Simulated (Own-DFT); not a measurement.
# Computed records: Si12O23 (quartz with two neutral oxygen vacancies, strained, atoms displaced)

Computed with Own-DFT development build. A calculation, not a measurement: plane-wave PBE and HSE06 DFT by an unreviewed code, no spin, of a simulated cell at Gamma alone, so results move with cell size and shape, stress positive in tension, energies less offsets, not probed for a lower state with spin; oxygen file: force components 24 meV/angstrom off all-electron in a glass; k mesh not checked against a denser one; forces and stress are PBE's, HSE06 gives the energy alone, and its difference from PBE has offsets of its own; offsets are fitted by least squares, one for each functional and potential file, so energies compare only between cells with the same atoms and settings and are not formation energies; the far tail of each file's local potential was reset to the Coulomb form; each entry is a single point on an unrelaxed cell, so the pressure reflects the starting lattice, mostly measured values (interpolated for alloys), from which strain is counted, and rises with the displacements; printed positions are rounded, which can move forces by about a meV/angstrom; the program, named Own-DFT, is a retired in-house code; no spin-orbit coupling.

Settings shared by all entries: first functional PBE; second functional HSE06; exact exchange share 0.25; screening 0.11 1/bohr; exchange divergence Gygi-Baldereschi; potential files PseudoDojo norm-conserving, scalar-relativistic, made for PBE, standard set; wave cutoff 48 hartree; occupations fixed; k mesh 1 x 1 x 1 centred on Gamma.

(1) Si12O23 (quartz with two neutral oxygen vacancies, strained, atoms displaced)

```
Si12O23
1.0
      9.8961     0.1340    -0.0014
     -4.8320     8.3813     0.0004
     -0.0015    -0.0004    10.9976
Si O Si O Si O Si O Si O Si O Si O Si O
3 6 3 6 3 6 3 6 3 6 3 5 3 6 3 5
Direct
  0.23324 0.00073 0.99988
  0.99618 0.22678 0.33356
  0.26845 0.27243 0.16789
  0.20733 0.13346 0.06200
  0.42542 0.29232 0.22496
  0.36408 0.06927 0.39314
  0.07389 0.37167 0.43943
  0.12604 0.21132 0.27841
  0.30098 0.43439 0.10587
  0.23501 0.00093 0.49927
  0.99537 0.23313 0.83051
  0.26654 0.26988 0.66837
  0.20809 0.13978 0.56012
  0.42500 0.29003 0.73269
  0.35916 0.07037 0.88906
  0.07160 0.37051 0.93922
  0.12935 0.20222 0.77120
  0.29305 0.42740 0.60434
  0.24021 0.50263 0.00037
  0.00036 0.72923 0.33403
  0.26674 0.76962 0.17086
  0.21024 0.64031 0.06264
  0.42550 0.79350 0.22391
  0.36854 0.57558 0.39093
  0.07073 0.86921 0.44677
  0.12697 0.70001 0.27491
  0.28951 0.92781 0.10586
  0.23201 0.50227 0.49735
  0.99338 0.73053 0.82822
  0.26596 0.76777 0.66323
  0.20835 0.63846 0.56055
  0.43016 0.79165 0.72440
  0.36079 0.57076 0.88831
  0.07151 0.85840 0.94500
  0.12939 0.70304 0.77701
  0.29153 0.92639 0.61167
  0.72985 0.00172 0.99679
  0.49960 0.23030 0.33281
  0.76735 0.26325 0.17033
  0.70430 0.12938 0.05853
  0.93188 0.29256 0.22681
  0.86421 0.07192 0.39531
  0.57084 0.36674 0.43955
  0.63445 0.20472 0.27303
  0.79203 0.42280 0.10394
  0.73536 0.99625 0.49779
  0.50205 0.23618 0.83265
  0.76415 0.26428 0.66744
  0.92602 0.29337 0.72554
  0.87758 0.07620 0.88860
  0.57537 0.36814 0.93982
  0.63527 0.20956 0.77201
  0.79247 0.42464 0.60613
  0.74026 0.50325 0.99540
  0.50387 0.73498 0.33446
  0.76080 0.75819 0.16844
  0.70558 0.63468 0.06117
  0.92044 0.78636 0.22977
  0.86859 0.57293 0.39021
  0.57226 0.86779 0.44337
  0.63302 0.70969 0.27352
  0.79770 0.93305 0.10770
  0.73554 0.49798 0.49862
  0.49613 0.72791 0.83943
  0.76406 0.76667 0.66399
  0.71325 0.63690 0.56308
  0.92784 0.79751 0.72998
  0.86986 0.57239 0.89348
  0.57230 0.86606 0.94110
  0.63073 0.69919 0.77225
```

* PBE energy of cell above offsets: -21.296 eV
* HSE06 less PBE above offsets: 0.491 eV
* PBE pressure: 3.51 GPa
* PBE stress xx: -4.01 GPa
* PBE stress yy: -5.34 GPa
* PBE stress zz: -1.18 GPa
* PBE stress yz: 1.17 GPa
* PBE stress xz: 0.28 GPa
* PBE stress xy: 1.32 GPa

Force:
```tsv
element	x (eV/Å)	y (eV/Å)	z (eV/Å)
Si	-0.199	-1.362	-1.87
Si	-3.224	2.915	2.59
Si	-1.2	-2.599	0.548
O	-1.207	1.932	1.242
O	0.862	-0.067	1.034
O	0.525	0.123	-0.366
O	-0.734	-1.325	-0.844
O	6.919	-0.084	-3.75
O	0.45	0.074	0.567
Si	-0.475	0.189	1.519
Si	2.287	2.969	0.28
Si	0.217	-1.35	1.046
O	0.676	-0.704	-0.607
O	-1.834	0.982	-2.055
O	0.695	0.649	0.165
O	0.911	0.346	0.15
O	0.437	0.563	-0.323
O	-0.456	1.471	-0.514
Si	-3.262	-0.128	-0.917
Si	-1.846	3.022	0.882
Si	-1.034	-0.897	-0.511
O	0.644	-1.126	-0.725
O	1.625	0.205	1.625
O	-0.664	-1.018	0.879
O	0.004	-1.475	-1.637
O	2.64	0.373	-1.169
O	0.743	0.22	1.2
Si	1.473	-0.083	-0.01
Si	2.309	1.853	2.824
Si	1.01	-1.863	4.812
O	-0.254	-0.963	-1.381
O	-0.746	-0.301	0.417
O	-0.229	-1.77	1.131
O	-0.241	0.013	-0.662
O	1.957	0.299	-2.1
O	-1.297	3.125	-1.976
Si	4.827	-1.303	-0.727
Si	-0.881	0.805	-0.027
Si	0.51	-0.007	-1.523
O	-1.825	2.848	1.841
O	-1.819	-0.046	-0.743
O	0.505	-0.52	-0.81
O	0.41	-0.066	-0.246
O	0.006	-0.327	0.409
O	-0.025	0.367	0.097
Si	0.063	0.499	5.098
Si	-0.313	-1.347	1.883
Si	1.518	-2.744	-1.626
O	-0.557	0.684	-0.551
O	-3.052	-4.002	2.949
O	0.177	0.244	0.057
O	0.06	-0.537	0.516
O	-0.167	1.069	-0.569
Si	-0.768	-1.017	1.251
Si	-2.539	1.073	-0.227
Si	0.209	3.228	-0.392
O	0.231	-1.392	-1.32
O	0.322	0.173	0.216
O	-1.229	-2.449	1.842
O	-0.872	-0.855	-1.176
O	1.119	-0.641	-0.145
O	-0.298	-1.074	-0.223
Si	-0.114	0.625	-0.598
Si	1.011	2.458	-3.647
Si	-1.313	3.363	0.937
O	0.397	-2.411	-2.255
O	-2.005	0.52	-1.91
O	-0.33	-0.979	-0.216
O	-0.37	-0.555	-0.294
O	-0.373	0.105	0.636
```

(2) Si12O23 (quartz with two neutral oxygen vacancies, strained, atoms displaced)

```
Si12O23
1.0
      9.7675     0.0483    -0.1735
     -4.8419     8.4153    -0.0377
     -0.1908    -0.1581    10.8055
Si O Si O Si O Si O Si O Si O Si O Si O
3 6 3 4 3 6 3 6 3 6 3 6 3 6 3 6
Direct
  0.23961 0.99947 0.00211
  0.00238 0.23372 0.32902
  0.26590 0.26833 0.16971
  0.20676 0.13271 0.05640
  0.42786 0.28817 0.22381
  0.36982 0.07226 0.39358
  0.07760 0.37052 0.43741
  0.13678 0.21332 0.27286
  0.29160 0.42268 0.10412
  0.23326 0.99999 0.49880
  0.99923 0.23487 0.83584
  0.26331 0.26733 0.66314
  0.19992 0.12180 0.55746
  0.36389 0.07435 0.89206
  0.07226 0.36745 0.93561
  0.13480 0.20811 0.77407
  0.23151 0.49679 0.00196
  0.00016 0.73638 0.32953
  0.26105 0.76684 0.16797
  0.20727 0.63517 0.05589
  0.42970 0.79576 0.22922
  0.36288 0.56741 0.39397
  0.07202 0.86235 0.43988
  0.14047 0.70524 0.27533
  0.29169 0.92614 0.11097
  0.23619 0.49604 0.49721
  0.00481 0.73394 0.83706
  0.26620 0.76203 0.66605
  0.21043 0.63632 0.55977
  0.43437 0.79139 0.73303
  0.36999 0.57476 0.89300
  0.07016 0.86478 0.93992
  0.13302 0.71007 0.77357
  0.29366 0.92410 0.60589
  0.73480 0.00017 0.99625
  0.50106 0.23971 0.34153
  0.76516 0.27111 0.16076
  0.70332 0.13064 0.05827
  0.92798 0.29369 0.22503
  0.86236 0.06998 0.39006
  0.57299 0.36473 0.44659
  0.63668 0.20753 0.27373
  0.79383 0.42282 0.10647
  0.73041 0.00013 0.50153
  0.49634 0.23862 0.83558
  0.76094 0.26237 0.66538
  0.69934 0.13031 0.55646
  0.92544 0.29199 0.72174
  0.86994 0.07206 0.89641
  0.57625 0.36706 0.94277
  0.63402 0.20798 0.77573
  0.79431 0.42840 0.60814
  0.73781 0.50084 0.99923
  0.49577 0.73016 0.32803
  0.76474 0.76529 0.16831
  0.70523 0.63247 0.06250
  0.92627 0.79172 0.22568
  0.86866 0.56800 0.39384
  0.56897 0.86800 0.43724
  0.63663 0.70855 0.26930
  0.78897 0.92435 0.10595
  0.73573 0.49974 0.49392
  0.50076 0.73806 0.83157
  0.76328 0.76462 0.66648
  0.70279 0.63240 0.56256
  0.92811 0.79660 0.72850
  0.86830 0.57235 0.89128
  0.57410 0.86384 0.94046
  0.63169 0.70627 0.77469
  0.79722 0.92718 0.60773
```

* PBE energy of cell above offsets: -19.715 eV
* HSE06 less PBE above offsets: -0.233 eV
* PBE pressure: 10.12 GPa
* PBE stress xx: -7.82 GPa
* PBE stress yy: -12.7 GPa
* PBE stress zz: -9.86 GPa
* PBE stress yz: -5.35 GPa
* PBE stress xz: -4.96 GPa
* PBE stress xy: 1.5 GPa

Force:
```tsv
element	x (eV/Å)	y (eV/Å)	z (eV/Å)
Si	-1.324	0.606	-2.012
Si	-2.378	-1.364	2.091
Si	0.401	-2.142	-1.333
O	-0.817	1.063	1.133
O	0.366	0.741	0.742
O	-0.794	-0.402	0.625
O	-2.173	-2.113	-1.062
O	1.675	-0.716	-0.273
O	0.347	0.977	0.876
Si	3.715	-1.768	-1.213
Si	0.212	-2.431	-3.25
Si	0.739	1.452	0.75
O	-2.593	3.254	1.738
O	0.245	-0.848	0.648
O	-0.769	1.556	2.082
O	-0.098	-0.025	-0.264
Si	1.808	2.298	-2.9
Si	2.094	-2.773	1.51
Si	2.267	-1.314	-0.005
O	-0.922	0.664	0.661
O	-2.66	0.649	-2.898
O	1.495	1.163	-1.681
O	-0.625	0.021	0.037
O	-2.057	-0.334	1.045
O	0.341	1.133	0.317
Si	1.907	0.456	3.668
Si	-2.372	-0.79	-2.321
Si	-0.442	1.982	2.791
O	0.544	-2.404	-1.871
O	-6.689	2.512	-6.733
O	-1.138	-1.177	1.227
O	0.68	2.057	2.498
O	2.962	-0.302	-1.388
O	0.341	0.348	0.235
Si	0.931	0.473	0.77
Si	1.942	-3.634	-4.171
Si	1.153	-5.552	4.34
O	-0.679	0.464	-0.403
O	-0.445	0.581	-1.063
O	0.165	0.544	0.382
O	-1.827	0.342	0.934
O	-0.788	0.797	0.145
O	-1.309	5.109	-1.977
Si	2.737	-0.652	-1.812
Si	-1.091	-1.223	-3.688
Si	-1.24	0.719	0.736
O	-1.362	0.982	0.429
O	1.209	-0.236	1.009
O	0.045	0.167	-0.463
O	-1.098	0.013	0.609
O	-0.37	0.074	-0.225
O	-0.196	0.288	-0.434
Si	0.843	2.145	-0.42
Si	2.318	-0.658	3.045
Si	-1.312	0.991	-1.278
O	0.334	-1.192	-1.22
O	0.542	0.907	-0.746
O	0.277	1.067	-1.312
O	-0.241	-1.109	-0.11
O	-1.361	-0.913	1.761
O	0.673	0.436	0.589
Si	1.506	2.613	3.345
Si	4.299	-4.46	4.912
Si	-0.144	0.249	2.532
O	0.393	-1.996	-2.464
O	0.603	-0.248	0.394
O	-0.534	-1.135	1.093
O	-0.92	0.637	0.851
O	1.572	-0.026	-0.919
O	-0.913	1.407	-0.65
```

(3) Si12O23 (quartz with two neutral oxygen vacancies, strained, atoms displaced)

```
Si12O23
1.0
      9.6911     0.0465     0.0811
     -4.8053     8.4846    -0.1949
      0.0892    -0.1961    10.8829
Si O Si O Si O Si O Si O Si O Si O Si O
3 6 3 6 3 5 3 6 3 6 3 6 3 5 3 6
Direct
  0.23513 0.00042 0.00144
  0.99950 0.23351 0.33158
  0.26840 0.26823 0.16631
  0.20288 0.13721 0.06121
  0.42659 0.29522 0.22792
  0.36589 0.06928 0.39391
  0.07439 0.36957 0.44570
  0.13494 0.20344 0.27479
  0.29403 0.42407 0.09966
  0.23086 0.99115 0.50063
  0.00199 0.23744 0.83700
  0.26191 0.26714 0.66728
  0.19762 0.12759 0.56154
  0.42669 0.29030 0.72873
  0.36838 0.08002 0.89474
  0.07729 0.36806 0.94112
  0.12626 0.20572 0.77575
  0.29392 0.42595 0.60834
  0.23589 0.49775 0.00253
  0.99956 0.73701 0.33428
  0.26832 0.76573 0.16838
  0.21136 0.63658 0.06545
  0.36566 0.56991 0.39331
  0.07760 0.87143 0.44728
  0.13580 0.70999 0.27811
  0.29062 0.92408 0.10430
  0.22980 0.49359 0.49707
  0.99788 0.72908 0.83666
  0.26684 0.76901 0.66721
  0.20751 0.63311 0.55619
  0.42409 0.79098 0.72765
  0.35976 0.56502 0.89740
  0.07892 0.87340 0.93881
  0.13521 0.70354 0.77228
  0.29036 0.92341 0.61141
  0.73266 0.00246 0.99755
  0.49670 0.23115 0.33463
  0.76977 0.26585 0.15983
  0.71337 0.14269 0.05988
  0.93177 0.29787 0.22595
  0.86339 0.07250 0.38931
  0.58060 0.37101 0.43891
  0.63659 0.20292 0.27209
  0.79568 0.43067 0.09955
  0.73503 0.00135 0.49893
  0.49691 0.23977 0.83259
  0.76668 0.26456 0.66484
  0.70405 0.12821 0.56378
  0.93162 0.29412 0.72767
  0.86973 0.07497 0.89187
  0.57733 0.36728 0.94361
  0.62972 0.20188 0.77039
  0.79012 0.42732 0.60652
  0.73385 0.50136 0.00016
  0.49533 0.73537 0.33367
  0.76247 0.76678 0.16755
  0.70913 0.63564 0.05788
  0.92091 0.79018 0.22818
  0.86108 0.56855 0.39571
  0.57630 0.86971 0.43860
  0.79240 0.92308 0.10885
  0.73486 0.50290 0.50213
  0.49858 0.73466 0.83672
  0.76028 0.75868 0.66552
  0.70904 0.63115 0.55898
  0.92974 0.79972 0.73082
  0.86696 0.57664 0.89423
  0.57518 0.86657 0.94065
  0.63252 0.70381 0.77399
  0.78826 0.92670 0.60691
```

- PBE energy of cell above offsets: -20.002 eV
- HSE06 less PBE above offsets: -0.199 eV
- PBE pressure: 9.31 GPa
- PBE stress xx: -8.71 GPa
- PBE stress yy: -11.36 GPa
- PBE stress zz: -7.85 GPa
- PBE stress yz: -6.93 GPa
- PBE stress xz: 0.73 GPa
- PBE stress xy: -0.56 GPa

Force:
```tsv
element	x (eV/Å)	y (eV/Å)	z (eV/Å)
Si	0.749	1.63	-0.26
Si	-0.791	0.392	1.005
Si	-1.171	0.521	0.638
O	0.275	-1.502	-1.166
O	1.459	0.056	0.803
O	0.046	-0.078	0.095
O	-3.201	-4.66	-2.944
O	0.516	0.283	-0.234
O	1.29	-0.544	2.293
Si	3.372	4.954	2.835
Si	-2.998	-0.449	-0.423
Si	0.347	-1.42	0.765
O	0.307	0.376	0.145
O	-2.528	1.094	-2.203
O	-0.046	-0.564	0.352
O	-1.482	0.255	1.139
O	4.547	-0.225	-2.201
O	-0.479	1.029	-0.769
Si	-1.173	0.693	0.307
Si	-1.385	-1.377	1.492
Si	1.984	2.204	3.595
O	-0.308	-2.166	-2.172
O	0.698	-0.162	-0.357
O	-4.131	-5.236	-3.379
O	0.42	-0.279	-0.413
O	0.43	0.226	0.707
Si	3.505	3.28	2.711
Si	-0.077	2.723	-1.708
Si	0.117	-2.526	-0.493
O	-0.659	1.192	0.815
O	1.816	0.109	1.213
O	2.234	2.958	-2.75
O	-1.33	-1.849	-0.659
O	-0.624	-0.481	0.778
O	-0.644	2.179	-1.25
Si	3.436	-0.109	0.982
Si	0.919	0.493	-0.424
Si	-1.643	4.945	5.128
O	-0.13	-4.134	-4.257
O	0.274	0.151	-0.093
O	0.35	0.277	-0.125
O	-1.869	-1.934	-0.754
O	-0.272	0.33	-0.511
O	1.567	-1.389	2.02
Si	2.097	-0.881	-0.011
Si	2.332	-1.623	1.359
Si	-0.365	1.685	1.772
O	-1.267	0.819	-0.605
O	-1.105	0.246	-0.481
O	-0.954	-1.085	1.025
O	-1.607	-0.972	-0.76
O	0.1	0.372	0.158
O	0.848	-0.716	0.925
Si	1.694	0.003	-0.708
Si	0.069	-0.485	-3.913
Si	-2.658	-1.424	2.089
O	-1.647	1.153	0.551
O	1.454	0.363	1.005
O	1.824	2.533	-2.044
O	-1.167	-0.579	0.211
O	-1.706	3.078	-2.285
Si	3.204	-3.33	-1.052
Si	-1.372	-2.585	-1.388
Si	0.784	3.734	1.317
O	-3.126	2.544	0.917
O	-0.376	-0.865	-0.166
O	-0.197	-1.575	0.279
O	-1.166	0.179	0.796
O	-0.197	-0.539	0.266
O	0.788	-1.315	0.468
```

(4) Si12O23 (quartz with two neutral oxygen vacancies, strained, atoms displaced)

```
Si12O23
1.0
      9.8133     0.0272    -0.1077
     -4.8831     8.5578    -0.0059
     -0.1185    -0.0759    11.0260
Si O Si O Si O Si O Si O Si O Si O Si O
3 6 3 4 3 6 3 6 3 6 3 6 3 6 3 6
Direct
  0.23707 0.99764 0.99666
  0.99712 0.23319 0.33893
  0.26324 0.26665 0.16470
  0.20054 0.12353 0.05756
  0.42537 0.29986 0.22269
  0.36453 0.07628 0.39228
  0.07627 0.36504 0.43852
  0.13279 0.20552 0.27510
  0.29667 0.42703 0.10815
  0.23452 0.00035 0.50026
  0.00353 0.24216 0.83481
  0.26407 0.26057 0.66354
  0.20613 0.13042 0.55828
  0.37020 0.06953 0.89033
  0.07212 0.36576 0.94567
  0.13245 0.20252 0.77463
  0.23117 0.49510 0.00112
  0.00174 0.73992 0.33519
  0.26121 0.76111 0.17031
  0.20424 0.63479 0.05516
  0.43447 0.79492 0.23073
  0.36699 0.57371 0.38717
  0.07213 0.86840 0.43815
  0.13284 0.71011 0.27472
  0.29695 0.92841 0.10959
  0.23149 0.49828 0.50130
  0.99849 0.73411 0.83173
  0.26986 0.76681 0.66303
  0.21176 0.63663 0.56356
  0.42823 0.78462 0.72514
  0.36315 0.57270 0.89470
  0.07655 0.86614 0.94019
  0.13047 0.70541 0.77490
  0.28934 0.93456 0.60427
  0.73117 0.99535 0.99751
  0.49914 0.23525 0.33252
  0.76375 0.26361 0.16725
  0.70444 0.13971 0.05895
  0.92894 0.30090 0.22379
  0.86174 0.07350 0.39083
  0.56217 0.35787 0.44054
  0.62690 0.20540 0.27194
  0.78702 0.42367 0.10776
  0.73534 0.00203 0.49789
  0.49651 0.23151 0.82642
  0.76549 0.26463 0.66904
  0.71239 0.13820 0.55600
  0.92711 0.29105 0.72861
  0.86401 0.06939 0.88881
  0.57259 0.36731 0.93478
  0.63492 0.20886 0.77562
  0.79321 0.43105 0.60667
  0.73070 0.49925 0.00727
  0.50544 0.73974 0.32960
  0.75825 0.76082 0.16180
  0.71015 0.63803 0.06110
  0.92873 0.78992 0.22932
  0.86864 0.57152 0.39863
  0.57363 0.86429 0.43994
  0.62765 0.69939 0.27653
  0.79614 0.93161 0.10682
  0.73621 0.49662 0.50034
  0.50044 0.73982 0.83318
  0.76566 0.76736 0.66484
  0.70648 0.63178 0.56025
  0.93281 0.79622 0.72276
  0.86554 0.57277 0.89551
  0.57125 0.86886 0.94347
  0.63344 0.70920 0.77088
  0.79614 0.92579 0.60898
```

* PBE energy of cell above offsets: -20.955 eV
* HSE06 less PBE above offsets: 0.791 eV
* PBE pressure: 2.04 GPa
* PBE stress xx: -2.65 GPa
* PBE stress yy: -2.2 GPa
* PBE stress zz: -1.27 GPa
* PBE stress yz: -4.08 GPa
* PBE stress xz: -3.86 GPa
* PBE stress xy: 1.7 GPa

Force:
```tsv
element	x (eV/Å)	y (eV/Å)	z (eV/Å)
Si	1.326	0.566	0.744
Si	0.699	0.082	-3.944
Si	-0.709	-3.019	0.26
O	-0.695	2.148	1.238
O	2.092	-0.371	1.408
O	-0.332	-0.77	0.326
O	-1.394	0.308	0.79
O	-0.407	0.234	-0.421
O	-0.916	1.178	-0.968
Si	-0.511	1.024	-3.821
Si	1.203	-3.264	0.905
Si	0.347	2.156	1.63
O	-1.258	0.536	-0.04
O	-0.207	-0.401	0.523
O	-1.217	-1.386	-0.875
O	-0.246	0.6	-0.256
Si	1.519	2.905	0.469
Si	0.041	-2.805	0.728
Si	0.837	1.116	-1.173
O	0.203	0.159	1.205
O	-4.163	1.014	-3.679
O	-1.218	-0.351	1.593
O	-0.006	0.856	1.142
O	0.996	-0.398	-0.023
O	0.204	-0.644	-0.037
Si	4.124	0.312	-0.159
Si	-0.367	-0.483	1.36
Si	-2.923	1.82	2.826
O	-0.392	-1.308	-1.68
O	-2.119	1.503	-2.022
O	0.335	0.877	-0.27
O	-0.858	-1.182	-0.891
O	2.727	0.523	-2.182
O	3.434	-3.364	3.502
Si	1.127	4.439	0.707
Si	-2.007	-0.631	-1.262
Si	-1.494	0.012	0.637
O	1.183	-2.329	-1.524
O	1.604	-0.604	1.963
O	-0.026	-0.514	0.31
O	1.405	2.624	1.796
O	1.94	0.083	-0.962
O	0.42	0.167	1.053
Si	0.977	-1.193	0.928
Si	-2.887	0.899	0.316
Si	-1.13	0.771	-0.875
O	-0.581	0.63	0.872
O	-0.721	0.88	-0.907
O	-0.46	0.773	0.592
O	-0.199	0.199	0.145
O	1.687	-0.161	-1.486
O	1.885	-2.458	2.412
Si	0.979	-0.36	-4
Si	-0.061	-2.777	3.722
Si	0.631	3.047	4.801
O	-0.657	-1.744	-2.021
O	-3.343	0.299	-2.379
O	0.466	0.93	-0.85
O	0.073	0.85	0.719
O	3.405	0.515	-2.634
O	0.274	-1.233	0.643
Si	-2.526	0.699	-1.759
Si	1.855	-2.756	2.351
Si	0.684	-1.836	0.922
O	-0.179	-0.118	-0.14
O	-0.862	-0.034	-0.142
O	-0.672	0.141	0.77
O	-1.459	-1.966	-1.36
O	-0.025	0.187	0.388
O	-1.455	2.404	-1.957
```
